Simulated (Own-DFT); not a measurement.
SiC (4H silicon carbide, atoms displaced) (calculated)

All values are calculated (Own-DFT development build). A calculation, not a measurement: plane-wave PBE density functional theory by an unreviewed code, no spin, of a simulated periodic cell, stress positive in tension, free energy of the whole cell less one offset for each atom, forces on such cells passed a denser k mesh, this cell's mesh not checked; offsets are fitted by least squares, one for each functional and potential file, so energies compare only between cells with the same atoms and settings and are not formation energies; the far tail of each file's local potential was reset to the Coulomb form; each entry is a single point on an unrelaxed cell, so the pressure reflects the starting lattice, mostly measured values (interpolated for alloys), from which strain is counted, and rises with the displacements; printed positions are rounded, which can move forces by about a meV/angstrom; the program, named Own-DFT, is a retired in-house code; no spin-orbit coupling.

Settings shared by all entries: functional PBE; potential files PseudoDojo norm-conserving, scalar-relativistic, standard set; wave cutoff 42 hartree; occupations Fermi-Dirac; smearing width 0.1 eV; hardware one NVIDIA H100; k mesh 4 x 4 x 3 centred on Gamma.

(1) SiC (4H silicon carbide, atoms displaced)

```
cell vectors (Å)
   9.2481     0.0000     0.0000
  -4.6241     8.0091     0.0000
   0.0000     0.0000    10.0681
atoms (fractions of the cell vectors)
Si  0.00255  0.99278  0.40867
Si  0.11041  0.21635  0.16542
C   0.99054  0.99764  0.08742
C   0.11624  0.22036  0.34811
Si  0.99570  0.33908  0.41085
Si  0.10362  0.56024  0.15010
C   0.00216  0.33835  0.09442
C   0.12035  0.55151  0.32905
Si  0.99282  0.66670  0.40791
Si  0.11378  0.87401  0.14209
C   0.00099  0.66227  0.09818
C   0.11017  0.88231  0.34772
Si  0.33509  0.99006  0.40789
Si  0.44361  0.23282  0.15398
C   0.32931  0.99924  0.09999
C   0.45711  0.23090  0.33770
Si  0.33392  0.32821  0.40170
Si  0.43534  0.54544  0.16110
C   0.34183  0.34544  0.08436
C   0.44574  0.55916  0.34381
Si  0.33862  0.65793  0.39798
Si  0.44822  0.88979  0.16091
C   0.32896  0.66728  0.09483
C   0.44911  0.86960  0.34549
Si  0.67878  0.99287  0.40409
Si  0.78274  0.22390  0.15966
C   0.67433  0.99574  0.08905
C   0.78916  0.23747  0.34134
Si  0.67360  0.34737  0.39893
Si  0.78519  0.56591  0.15525
C   0.66574  0.33165  0.09235
C   0.77906  0.55031  0.34658
Si  0.66971  0.67080  0.40351
Si  0.77387  0.89762  0.16030
C   0.67546  0.66573  0.10151
C   0.76988  0.88725  0.35241
Si  0.99999  0.00006  0.91204
Si  0.88662  0.77117  0.65038
C   0.99416  0.99629  0.59540
C   0.90043  0.77969  0.84480
Si  0.00279  0.66836  0.91174
Si  0.88334  0.43550  0.65111
C   0.01543  0.67608  0.58784
C   0.89444  0.45187  0.84984
Si  0.98486  0.32768  0.90810
Si  0.88658  0.10874  0.65577
C   0.99190  0.33472  0.58664
C   0.88607  0.11607  0.84887
Si  0.67276  0.00677  0.91452
Si  0.54891  0.77106  0.66357
C   0.67091  0.00343  0.59516
C   0.54596  0.77403  0.84545
Si  0.67773  0.66310  0.90508
Si  0.55942  0.44402  0.66433
C   0.66039  0.65850  0.58940
C   0.55870  0.44215  0.84440
Si  0.68031  0.34633  0.90445
Si  0.55330  0.12491  0.65718
C   0.67218  0.33632  0.58411
C   0.55306  0.11813  0.84562
Si  0.34172  0.00979  0.90408
Si  0.21326  0.76574  0.65192
C   0.32858  0.00152  0.59918
C   0.22022  0.77948  0.84626
Si  0.34271  0.67071  0.89317
Si  0.23042  0.43875  0.65351
C   0.33526  0.67232  0.59850
C   0.21509  0.43539  0.84462
Si  0.32903  0.32810  0.89395
Si  0.21950  0.10456  0.65157
C   0.32138  0.31996  0.59731
C   0.21455  0.11833  0.85304
```

It finds free energy of cell above offsets -3.396 eV; pressure 6.45 GPa; stress xx -7.48 GPa; stress yy -6.23 GPa; stress zz -5.64 GPa; stress yz -0.06 GPa; stress xz -0.11 GPa; stress xy -0.13 GPa; wall time 367.9 s.

Force:
```
element  x (eV/Å)  y (eV/Å)  z (eV/Å)
     Si    -0.635     1.033    -0.235
     Si     -0.19      1.23    -2.542
      C     1.521    -0.227     3.159
      C    -1.297    -0.786     0.297
     Si     2.211     0.285    -2.548
     Si     4.282    -1.968     0.694
      C     0.017    -1.084    -0.106
      C    -1.755     0.478     3.209
     Si     2.945    -0.538    -1.157
     Si     -2.49     3.151     3.111
      C    -2.086      0.29    -2.128
      C     0.116     0.469    -1.579
     Si     0.304     0.927    -0.397
     Si     0.956    -1.064    -0.648
      C     1.825     1.196    -1.311
      C    -1.072    -1.522     1.116
     Si     0.612       0.7     1.238
     Si     0.138     2.811    -1.612
      C    -0.848    -2.631     0.787
      C     2.538    -2.424     0.206
     Si    -2.829     0.142     2.136
     Si    -0.335    -0.832    -1.161
      C     0.882     0.258    -1.155
      C    -0.886     3.816     0.003
     Si    -5.641     3.521     2.733
     Si    -0.455     0.558     -1.15
      C    -3.203     1.666     2.348
      C    -1.002    -2.711     0.414
     Si     0.519    -3.927       0.9
     Si     0.204     -2.76     1.036
      C     0.539     0.882     0.081
      C    -1.054     3.992    -1.452
     Si    -0.306    -1.897     0.356
     Si     3.015    -2.727      0.03
      C    -2.563     1.171    -1.192
      C     5.209    -0.839    -2.841
     Si    -1.051     0.496    -1.856
     Si     0.224     0.581     0.993
      C     0.601    -0.241     -0.15
      C    -1.502    -0.168    -0.615
     Si     0.921     0.292    -0.923
     Si     0.438     2.371     1.149
      C    -3.849    -3.153     0.226
      C     -0.24     -0.28    -2.109
     Si     2.876     1.368     0.668
     Si    -0.424     0.688     0.469
      C       2.4    -0.607     2.229
      C     0.742    -1.517    -1.372
     Si    -1.373    -1.143    -3.136
     Si     0.812     1.915    -1.702
      C    -1.252    -0.842    -0.013
      C     4.769     2.127    -0.037
     Si    -1.936     0.868     1.123
     Si    -0.514    -0.598    -2.603
      C     0.183     0.611     1.111
      C    -0.279     0.534     0.129
     Si    -1.327    -2.137      1.38
     Si     1.788    -2.283    -0.482
      C    -1.578     0.302     1.312
      C     2.025     0.862    -0.171
     Si    -1.963    -1.394     1.068
     Si     2.012     3.035      2.39
      C     1.781    -1.001    -1.265
      C     0.695     0.301    -0.726
     Si    -3.961    -2.695     3.485
     Si    -3.399     1.051     0.923
      C     0.797    -2.247    -1.731
      C    -0.281     1.236    -1.074
     Si    -0.222     2.618     2.482
     Si    -1.814    -0.085     2.021
      C     2.497     1.356    -1.518
      C     2.221    -2.854    -2.322
```

(2) SiC (4H silicon carbide, atoms displaced)

```
cell vectors (Å)
   9.2481     0.0000     0.0000
  -4.6241     8.0091     0.0000
   0.0000     0.0000    10.0681
atoms (fractions of the cell vectors)
Si  0.01399  0.01111  0.40273
Si  0.10829  0.21051  0.15183
C   0.99668  0.99288  0.09004
C   0.11349  0.23619  0.33851
Si  0.01268  0.34437  0.39520
Si  0.10086  0.53778  0.15513
C   0.00216  0.33100  0.09030
C   0.12328  0.56599  0.33980
Si  0.99320  0.66474  0.41137
Si  0.11544  0.89456  0.15030
C   0.99590  0.66484  0.08718
C   0.11318  0.88900  0.35878
Si  0.33784  0.99349  0.40718
Si  0.43848  0.22662  0.15763
C   0.34126  0.00617  0.09763
C   0.44723  0.22822  0.35716
Si  0.32449  0.32263  0.41290
Si  0.44551  0.56710  0.15026
C   0.33399  0.33067  0.09956
C   0.45939  0.56296  0.34675
Si  0.33660  0.67104  0.39715
Si  0.45889  0.88951  0.15871
C   0.33099  0.67225  0.08933
C   0.44237  0.89487  0.34828
Si  0.65641  0.99835  0.41009
Si  0.77678  0.22451  0.15786
C   0.66347  0.00016  0.09573
C   0.76943  0.21770  0.34428
Si  0.67299  0.32055  0.39464
Si  0.78690  0.56763  0.14940
C   0.66572  0.33482  0.09072
C   0.76953  0.56034  0.34614
Si  0.67101  0.66955  0.40840
Si  0.78825  0.89750  0.14631
C   0.68310  0.67327  0.10275
C   0.77507  0.88674  0.34333
Si  0.01333  0.01224  0.90724
Si  0.88301  0.77665  0.65557
C   0.00374  0.99914  0.58475
C   0.90045  0.78172  0.84357
Si  0.01020  0.67278  0.90901
Si  0.87608  0.43559  0.65511
C   0.00549  0.66191  0.60545
C   0.88255  0.44092  0.83635
Si  0.99599  0.33931  0.89939
Si  0.89669  0.11007  0.66123
C   0.01254  0.33332  0.60464
C   0.89016  0.10364  0.84784
Si  0.67834  0.00508  0.90245
Si  0.55015  0.77793  0.65301
C   0.66259  0.00905  0.59304
C   0.55834  0.78235  0.84904
Si  0.65794  0.66778  0.89280
Si  0.54744  0.44419  0.66231
C   0.67366  0.65384  0.59519
C   0.55418  0.43990  0.84503
Si  0.67360  0.32655  0.90420
Si  0.55873  0.11713  0.65015
C   0.67189  0.33367  0.59449
C   0.55393  0.12392  0.85227
Si  0.33251  0.99724  0.89977
Si  0.23157  0.77208  0.65239
C   0.33288  0.00458  0.59668
C   0.23600  0.77569  0.84664
Si  0.34031  0.66884  0.90196
Si  0.22550  0.45239  0.65859
C   0.34317  0.67904  0.60462
C   0.21425  0.43861  0.85240
Si  0.32655  0.32499  0.90097
Si  0.21174  0.09809  0.66164
C   0.33816  0.33542  0.60401
C   0.22217  0.10971  0.84747
```

It finds free energy of cell above offsets -2.965 eV; pressure 6.16 GPa; stress xx -9.69 GPa; stress yy -5.28 GPa; stress zz -3.51 GPa; stress yz -0.77 GPa; stress xz 0.5 GPa; stress xy -0.01 GPa; wall time 362.5 s.

Force:
```
element  x (eV/Å)  y (eV/Å)  z (eV/Å)
     Si    -2.324    -1.142    -0.211
     Si    -0.032     2.189     0.171
      C     1.358     1.896     0.013
      C     1.671    -2.433    -0.186
     Si    -2.114    -0.664     2.948
     Si     0.263     3.879    -0.661
      C    -0.695    -1.807     -0.09
      C    -2.057    -1.158     0.239
     Si     0.209      0.05     0.305
     Si     1.362    -1.461     1.758
      C     2.185     0.611      1.58
      C     0.241     0.125    -2.822
     Si    -3.294     2.599      1.14
     Si     2.627    -0.417     1.028
      C     -0.39    -0.862     -0.76
      C     0.253    -1.993    -2.156
     Si     1.189     2.993      0.07
     Si     1.978    -1.186     1.374
      C    -1.823     1.156     -1.95
      C    -3.077     -1.23    -0.392
     Si     1.942    -0.236     1.623
     Si    -3.795    -0.207    -0.155
      C     0.569    -0.699     0.712
      C     2.184    -1.677    -1.452
     Si     2.705     0.017    -0.664
     Si    -0.337    -0.244    -0.914
      C     2.667     1.155    -1.328
      C     4.518    -0.717    -1.387
     Si    -5.144     4.552     3.297
     Si    -0.176    -2.786     1.938
      C      0.38     0.589     0.951
      C     3.795    -1.735    -1.254
     Si    -0.314      0.39      0.05
     Si    -2.175    -1.975     2.641
      C    -4.066     0.538    -3.344
      C     0.435     1.959       0.1
     Si    -1.039     -3.18    -0.244
     Si     2.938     0.277     0.509
      C    -1.244    -0.241     1.935
      C    -1.563     0.602    -0.148
     Si    -0.364    -1.019    -2.169
     Si     3.032     1.433    -0.093
      C    -0.847     0.096    -1.898
      C         1     1.061     1.685
     Si     0.231    -1.167     0.865
     Si    -0.794     0.093    -1.548
      C    -2.331    -0.038    -2.412
      C     0.244     1.962     -0.72
     Si    -3.037    -0.377      1.38
     Si     3.362     1.596     1.047
      C     2.481    -1.556     0.749
      C    -0.428      0.53    -2.057
     Si     3.789    -0.646     2.844
     Si     2.947    -0.861    -0.686
      C    -3.137     1.917    -0.192
      C     -0.57      0.41     0.367
     Si    -2.302     3.102     1.522
     Si    -1.472     0.349     2.166
      C    -2.111    -0.513    -1.642
      C     2.037    -3.965    -2.822
     Si     0.939     0.308     2.145
     Si    -3.765     2.343     2.004
      C     1.116    -1.358    -0.127
      C    -2.307     0.635    -1.143
     Si    -0.259    -1.094     1.631
     Si     1.169    -0.616     0.904
      C     0.362    -3.473    -3.519
      C     1.327     1.327    -1.422
     Si     0.918     1.878     1.834
     Si     0.774     1.888    -0.845
      C    -2.353    -1.278    -1.176
      C     0.538    -0.497    -0.929
```

(3) SiC (4H silicon carbide, atoms displaced)

```
cell vectors (Å)
   9.2481     0.0000     0.0000
  -4.6241     8.0091     0.0000
   0.0000     0.0000    10.0681
atoms (fractions of the cell vectors)
Si  0.99932  0.01018  0.41707
Si  0.11949  0.23337  0.15035
C   0.99129  0.01154  0.09700
C   0.11102  0.22504  0.33789
Si  0.01273  0.33503  0.41353
Si  0.11420  0.55544  0.16147
C   0.99344  0.32346  0.08376
C   0.11079  0.55697  0.34866
Si  0.00097  0.67074  0.40071
Si  0.11018  0.88120  0.15631
C   0.00558  0.67147  0.08992
C   0.11016  0.89020  0.33773
Si  0.35024  0.00895  0.40900
Si  0.43270  0.22189  0.16015
C   0.32515  0.99960  0.09327
C   0.43189  0.20959  0.34556
Si  0.33523  0.32796  0.41202
Si  0.44989  0.56204  0.16463
C   0.32458  0.33925  0.09323
C   0.43636  0.54358  0.35247
Si  0.33466  0.67139  0.40654
Si  0.44353  0.88675  0.15515
C   0.33193  0.66649  0.10032
C   0.45717  0.89858  0.34290
Si  0.66339  0.99628  0.40684
Si  0.77829  0.22429  0.15124
C   0.66627  0.00432  0.10356
C   0.76759  0.20977  0.34814
Si  0.67394  0.33451  0.39821
Si  0.76711  0.56611  0.15037
C   0.67246  0.34351  0.09529
C   0.77536  0.56589  0.34872
Si  0.67970  0.67236  0.40073
Si  0.77091  0.87927  0.15742
C   0.66457  0.65622  0.08904
C   0.78654  0.89501  0.34688
Si  0.00247  0.99371  0.90470
Si  0.88129  0.76816  0.66014
C   0.00903  0.00842  0.59378
C   0.88860  0.77277  0.84782
Si  0.00035  0.66367  0.90774
Si  0.90347  0.45718  0.64700
C   0.99210  0.65011  0.60230
C   0.90025  0.44869  0.84715
Si  0.99984  0.33308  0.90867
Si  0.90493  0.11258  0.65131
C   0.99503  0.33361  0.60368
C   0.89582  0.11769  0.83585
Si  0.66861  0.99916  0.91623
Si  0.56191  0.77119  0.65698
C   0.66825  0.00005  0.58710
C   0.55803  0.78066  0.84686
Si  0.66254  0.66694  0.90921
Si  0.56404  0.44512  0.65008
C   0.68578  0.67415  0.59472
C   0.55565  0.44433  0.83997
Si  0.65440  0.32182  0.89978
Si  0.55519  0.10835  0.65472
C   0.67368  0.33645  0.58233
C   0.54655  0.09676  0.83818
Si  0.34195  0.99647  0.90466
Si  0.22434  0.78231  0.65223
C   0.33390  0.99801  0.59197
C   0.20952  0.77477  0.83961
Si  0.33316  0.66282  0.90553
Si  0.22406  0.43975  0.66141
C   0.34229  0.67077  0.58589
C   0.22349  0.43630  0.83806
Si  0.33908  0.33353  0.91499
Si  0.22848  0.10688  0.65357
C   0.33677  0.33378  0.59031
C   0.22747  0.11512  0.84926
```

The calculation gives: free energy of cell above offsets -4.048 eV; pressure 5.9 GPa; stress xx -5.01 GPa; stress yy -5.99 GPa; stress zz -6.69 GPa; stress yz 0.56 GPa; stress xz 0.33 GPa; stress xy 1.04 GPa; wall time 353.7 s.

Force:
```
element  x (eV/Å)  y (eV/Å)  z (eV/Å)
     Si     1.897    -0.876    -3.728
     Si    -2.894    -2.501     1.316
      C     2.227    -2.218    -1.108
      C     0.941     0.215      1.43
     Si    -2.337    -0.285    -0.474
     Si    -1.453    -0.832    -0.982
      C     0.359     2.116     3.016
      C     0.122    -0.229    -0.429
     Si    -0.191     0.165     1.213
     Si    -1.852     2.033    -0.443
      C    -0.716    -1.456     1.233
      C     0.635      0.52     2.522
     Si     -1.89    -3.267    -0.822
     Si      1.33    -0.102     -0.76
      C      1.88     0.244    -0.302
      C     1.171     3.556    -0.686
     Si    -1.084    -0.381     -1.39
     Si    -1.025    -1.409    -0.244
      C     3.154     1.168     0.776
      C     1.184      2.62    -1.202
     Si     0.687    -0.128    -0.656
     Si    -1.107      1.37     0.655
      C     0.913     0.009    -1.123
      C     -1.69    -2.337    -0.397
     Si      1.66     0.271     0.044
     Si    -0.206     0.466     1.943
      C     0.028    -1.688    -1.798
      C     1.818     2.775    -1.611
     Si    -1.392    -0.178     0.313
     Si      6.42    -2.677     2.241
      C    -1.492    -1.586     -0.51
      C      3.13    -2.607      -2.8
     Si    -3.732     0.908     2.518
     Si     0.652     2.498      0.36
      C    -4.454     3.172      0.14
      C    -1.213    -1.125    -0.454
     Si    -1.079     1.619     0.871
     Si     3.492     2.156     0.998
      C     1.337    -2.106     0.865
      C     -0.86     0.127     -0.19
     Si    -0.635     -0.27    -0.224
     Si    -1.536    -7.012     4.052
      C     0.069     8.552    -3.888
      C    -2.088    -1.357    -1.235
     Si     0.633    -0.127      -2.7
     Si    -4.038     0.329     1.461
      C     2.987    -0.025    -2.285
      C    -0.203    -1.752     1.629
     Si     0.813     0.718    -1.994
     Si    -0.822     1.707     -0.68
      C       0.9    -0.573     1.921
      C    -0.204    -0.575     0.147
     Si     1.106      -0.5    -1.918
     Si    -0.441    -0.016     0.193
      C    -3.726    -2.209    -1.428
      C     0.044     0.008     0.422
     Si     1.876     1.791      0.77
     Si     1.297     0.529    -1.083
      C    -0.178    -0.511     1.835
      C     1.775     1.718     0.914
     Si    -3.442    -0.757     0.665
     Si     0.424    -1.941     0.544
      C     0.385     0.308     -0.06
      C     2.907     0.673     0.371
     Si    -0.924     -0.16    -0.362
     Si    -0.336     0.862    -2.152
      C    -0.603    -0.746     2.495
      C     0.038     1.207     2.948
     Si    -0.839    -0.047    -2.788
     Si    -0.783     1.621     1.536
      C     0.345     -0.39     1.477
      C      0.83    -1.075    -0.928
```

(4) SiC (4H silicon carbide, atoms displaced)

```
cell vectors (Å)
   9.2481     0.0000     0.0000
  -4.6241     8.0091     0.0000
   0.0000     0.0000    10.0681
atoms (fractions of the cell vectors)
Si  0.01622  0.00529  0.40525
Si  0.11256  0.22451  0.15577
C   0.00760  0.99378  0.09987
C   0.11353  0.23059  0.33958
Si  0.99096  0.32963  0.40119
Si  0.10882  0.55775  0.15319
C   0.00094  0.33007  0.09403
C   0.11906  0.56626  0.33761
Si  0.00728  0.66715  0.39274
Si  0.11645  0.89114  0.15610
C   0.98892  0.65939  0.10257
C   0.11569  0.88613  0.34040
Si  0.32163  0.98779  0.40549
Si  0.44263  0.24406  0.14708
C   0.34244  0.00789  0.07951
C   0.45465  0.22939  0.34329
Si  0.31373  0.31909  0.40675
Si  0.44257  0.55548  0.15289
C   0.32940  0.32575  0.09511
C   0.44294  0.55316  0.34187
Si  0.32326  0.66147  0.40886
Si  0.44479  0.89552  0.15353
C   0.32681  0.65804  0.09980
C   0.45981  0.89914  0.33874
Si  0.66126  0.00489  0.41370
Si  0.77939  0.22866  0.15009
C   0.66418  0.00185  0.09998
C   0.79080  0.22451  0.34638
Si  0.66521  0.33629  0.40693
Si  0.76631  0.54026  0.16166
C   0.67012  0.33462  0.10616
C   0.76134  0.54348  0.33354
Si  0.66089  0.66172  0.40636
Si  0.77409  0.87575  0.15291
C   0.66823  0.67450  0.08694
C   0.78524  0.89496  0.34486
Si  0.00460  0.00087  0.91078
Si  0.88713  0.77975  0.65225
C   0.00044  0.99805  0.59980
C   0.89373  0.77280  0.85024
Si  0.00156  0.66333  0.90060
Si  0.87640  0.43918  0.65408
C   0.99500  0.66648  0.58645
C   0.89194  0.44398  0.83361
Si  0.99198  0.31849  0.90361
Si  0.88259  0.10928  0.66206
C   0.00272  0.34562  0.60033
C   0.89475  0.11915  0.84352
Si  0.66335  0.99409  0.89837
Si  0.54357  0.76903  0.66266
C   0.66439  0.99853  0.59222
C   0.54390  0.76580  0.84728
Si  0.67407  0.67376  0.90841
Si  0.54586  0.43989  0.65625
C   0.67018  0.67141  0.59234
C   0.55955  0.44298  0.84303
Si  0.65835  0.32934  0.90420
Si  0.55882  0.10914  0.65991
C   0.66421  0.32793  0.59962
C   0.56393  0.11251  0.84711
Si  0.32750  0.99609  0.89982
Si  0.21990  0.78784  0.65106
C   0.32596  0.98838  0.59024
C   0.20384  0.76185  0.84696
Si  0.33621  0.68189  0.90188
Si  0.22455  0.45347  0.65580
C   0.32871  0.67230  0.58357
C   0.21182  0.43492  0.84477
Si  0.33235  0.33301  0.91232
Si  0.22362  0.11306  0.65894
C   0.33395  0.33069  0.59168
C   0.22901  0.11114  0.85037
```

Results for SiC (4H silicon carbide, atoms displaced): free energy of cell above offsets -3.354 eV; pressure 6.15 GPa; stress xx -7.9 GPa; stress yy -4.53 GPa; stress zz -6.03 GPa; stress yz -0.61 GPa; stress xz -1.89 GPa; stress xy -0.78 GPa; wall time 359.6 s.

Force:
```
element  x (eV/Å)  y (eV/Å)  z (eV/Å)
     Si     -2.84    -0.869     0.172
     Si     -0.49    -1.423     0.026
      C    -2.386     1.424    -1.174
      C    -1.004    -1.865     0.368
     Si     2.832     2.672     2.388
     Si     0.194    -0.691    -0.091
      C    -0.565     0.464    -0.814
      C    -0.625    -2.516     0.227
     Si    -2.673    -0.882     1.761
     Si     1.282    -0.969    -1.002
      C     0.783     0.786    -1.754
      C    -1.053     0.419    -0.184
     Si     3.283     2.668    -0.845
     Si     5.761    -5.052     3.401
      C    -1.154    -0.275     2.454
      C    -3.081     -2.21    -0.378
     Si      4.11     3.127    -0.221
     Si     0.115     0.376     0.909
      C    -3.483     3.525    -1.562
      C    -0.993    -0.521     0.641
     Si     2.773     1.702        -3
     Si     0.438    -0.732      0.27
      C    -0.183     2.261    -2.183
      C    -3.151    -1.876     1.017
     Si     2.949    -0.027    -2.332
     Si     1.377    -2.116     2.105
      C      1.51    -0.379    -2.393
      C    -4.427    -0.998     -1.22
     Si     1.342    -1.077     0.485
     Si      0.09     3.678    -2.357
      C      -1.9    -1.016    -3.902
      C     1.329     2.131      3.73
     Si      0.21     1.311    -0.707
     Si    -0.428     4.002     2.183
      C     0.043    -3.641     0.989
      C     -0.04    -0.991     0.355
     Si      0.19    -0.504     -0.12
     Si     0.918    -0.817     0.837
      C    -0.221     1.463    -0.941
      C    -1.597     1.693    -1.671
     Si    -2.504    -2.631      2.66
     Si     1.803     1.871    -0.372
      C         0    -0.044    -0.166
      C    -1.006     -0.91     2.775
     Si    -0.593     4.764     0.967
     Si     1.213     1.197    -2.038
      C     0.264    -2.128    -1.992
      C    -0.043    -5.042     0.123
     Si      0.72     0.649     2.645
     Si      0.94     0.894    -2.437
      C         0    -0.527     2.364
      C     1.683     2.035    -1.156
     Si     0.097    -1.819    -1.102
     Si     1.881     0.977    -0.191
      C    -1.435    -1.444     0.874
      C    -1.985     0.648      0.75
     Si     2.467     1.183     0.866
     Si    -0.957    -0.219    -0.738
      C    -1.786     0.028    -1.578
      C     -1.82    -1.299    -1.156
     Si     1.621    -0.496     0.571
     Si    -0.406    -4.383     1.051
      C     0.153     3.992     0.633
      C     3.024     4.172    -2.462
     Si    -0.942    -4.505     2.608
     Si    -0.313    -1.326     0.337
      C     0.514    -0.266     3.481
      C     1.458     1.692     0.053
     Si    -0.039     0.557    -1.866
     Si    -0.093    -0.582     0.231
      C    -1.655     0.123     0.318
      C    -1.493     0.588    -1.521
```
